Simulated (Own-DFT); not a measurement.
# Strain and stress in C40 NbSi2, 36 atoms (Nb12Si24)

Everything here is calculated. The program is Own-DFT (plane waves, in-house, since retired, never reviewed by a person); positions were held fixed, and spin and spin-orbit coupling were off.

Settings: PBE; PseudoDojo norm-conserving scalar-relativistic files; cutoff 42 hartree; 4 x 4 x 5 k mesh centred on Gamma; cold (Marzari-Vanderbilt) smearing of 0.2 eV.

Known weak points: forces on such cells failed a check on a denser k mesh; stress not checked against mesh or cutoff.

Unstrained cell vectors in Å: (0.000, 8.324, 0.000); (-9.613, 0.000, 0.000); (0.000, 0.000, 6.586). The unstrained cell was taken from the Materials Project. The random moves and any unrelaxed bonds add to the pressure at no strain. In each run the cell takes a homogeneous strain; fractional positions stay. Random moves of width 0.05 Å per axis were added to every atom. Stress is counted positive in tension, P = -(s_xx + s_yy + s_zz)/3, and strain components are those of the symmetric tensor.

| run | e_xx (%) | e_yy (%) | e_zz (%) | e_yz (%) | e_xz (%) | e_xy (%) | s_xx (GPa) | s_yy (GPa) | s_zz (GPa) | s_yz (GPa) | s_xz (GPa) | s_xy (GPa) | P (GPa) | E (meV/atom) |
|---|---|---|---|---|---|---|---|---|---|---|---|---|---|---|
| 1 | -0.39 | -1.96 | -0.60 | 1.22 | 1.96 | -0.89 | -5.51 | -10.76 | -9.38 | 4.40 | 6.55 | -3.16 | 8.55 | 28.8 |
| 2 | -0.06 | -0.83 | 1.56 | 0.95 | 0.42 | 1.69 | -2.25 | -5.36 | 1.89 | 2.60 | 1.10 | 5.24 | 1.91 | 33.1 |
| 3 | 0.11 | 0.88 | 1.09 | -1.85 | -1.67 | 1.48 | -1.60 | 1.68 | 1.27 | -5.06 | -5.23 | 3.79 | -0.45 | 25.7 |
| 4 | -1.42 | 0.26 | 1.71 | 1.61 | -0.90 | -0.56 | -5.87 | -0.97 | 2.80 | 4.38 | -2.38 | -1.60 | 1.35 | 9.3 |
| 5 | 0.24 | -0.02 | -1.24 | 0.11 | -0.70 | -0.67 | -2.81 | -4.62 | -10.36 | 0.00 | -2.21 | -2.49 | 5.93 | 39.8 |
| 6 | 0.65 | 0.81 | 0.63 | -1.81 | -0.19 | 0.66 | 1.31 | 1.93 | 0.05 | -4.95 | -0.28 | 2.05 | -1.10 | 0.0 |
| 7 | 1.91 | 1.33 | 0.39 | 0.05 | 1.48 | 1.92 | 4.74 | 3.69 | 0.13 | -0.26 | 3.46 | 4.69 | -2.85 | 21.7 |
| 8 | -0.51 | 1.61 | -1.94 | -1.58 | 1.41 | -1.11 | -5.35 | 1.56 | -12.94 | -4.87 | 4.61 | -2.95 | 5.58 | 35.7 |
| 9 | -0.90 | -0.47 | 0.90 | 0.26 | -0.79 | 1.85 | -6.33 | -3.86 | -0.45 | 1.01 | -2.97 | 5.41 | 3.54 | 18.5 |
| 10 | 1.99 | 1.45 | 1.65 | 1.37 | -1.88 | 0.54 | 6.19 | 4.92 | 5.39 | 3.69 | -5.65 | 1.47 | -5.50 | 19.3 |
| 11 | -0.20 | -0.53 | 0.28 | 1.71 | -1.25 | 0.01 | -2.99 | -4.33 | -3.74 | 5.50 | -3.80 | 0.39 | 3.69 | 14.6 |
| 12 | 0.21 | -1.45 | -1.58 | 0.12 | -0.28 | -0.42 | -4.65 | -9.29 | -12.11 | 0.42 | -0.65 | -1.31 | 8.68 | 24.1 |
| 13 | 1.88 | -0.63 | 0.52 | -1.94 | 0.55 | 0.74 | 3.27 | -3.00 | -0.58 | -6.15 | 1.66 | 1.86 | 0.10 | 21.2 |
| 14 | -1.42 | 0.96 | 0.95 | 1.79 | 1.79 | 1.12 | -6.38 | 0.43 | -0.93 | 5.83 | 5.64 | 3.36 | 2.30 | 34.8 |
| 15 | -1.38 | 0.44 | -0.55 | -1.24 | 1.44 | 0.92 | ? | ? | ? | ? | ? | ? | ? | ? |

E is the free energy for each atom above the lowest run shown.

## Analysis

Regress every stress component on the fractional strains (shears doubled) of the visible runs, with a constant. Shear strains stay in the fit of a normal stress only where such slopes are resolved. The slopes, in GPa:

| stress | at no strain | per e_xx | per e_yy | per e_zz | scatter |
|---|---|---|---|---|---|
| s_xx | -2.8 | 342 ± 13 | 61 ± 14 | 81 ± 12 | 0.53 |
| s_yy | -2.7 | 62 ± 13 | 373 ± 14 | 85 ± 13 | 0.54 |
| s_zz | -4.4 | 84 ± 12 | 63 ± 12 | 467 ± 11 | 0.48 |

The slope of each shear stress on twice its own strain, from a fit on all six strains: yz 147 ± 6, xz 155 ± 3, xy 143 ± 9 GPa. These are stiffnesses along x, y and z of the frame in which the cell vectors are given, which need not be the crystal's axes. The atoms are held to the strained lattice; where symmetry lets them move under strain, relaxing them would lower some slopes. The table should be nearly symmetric about its diagonal, and what it lacks of that shows the noise. A ninth of the table's sum, 180 ± 7 GPa, estimates the bulk modulus near the mean pressure of these runs, 2.3 GPa, so it lies above the value at zero pressure.

## Test on the hidden row

Question: what normal stresses and pressure should run 15 give?

The fitted form gives s_xx = -7.7, s_yy = -2.4, s_zz = -7.9 and P = 6.0 GPa. The hidden result is -8.48, -2.00, -7.39 and P = 5.96 GPa.
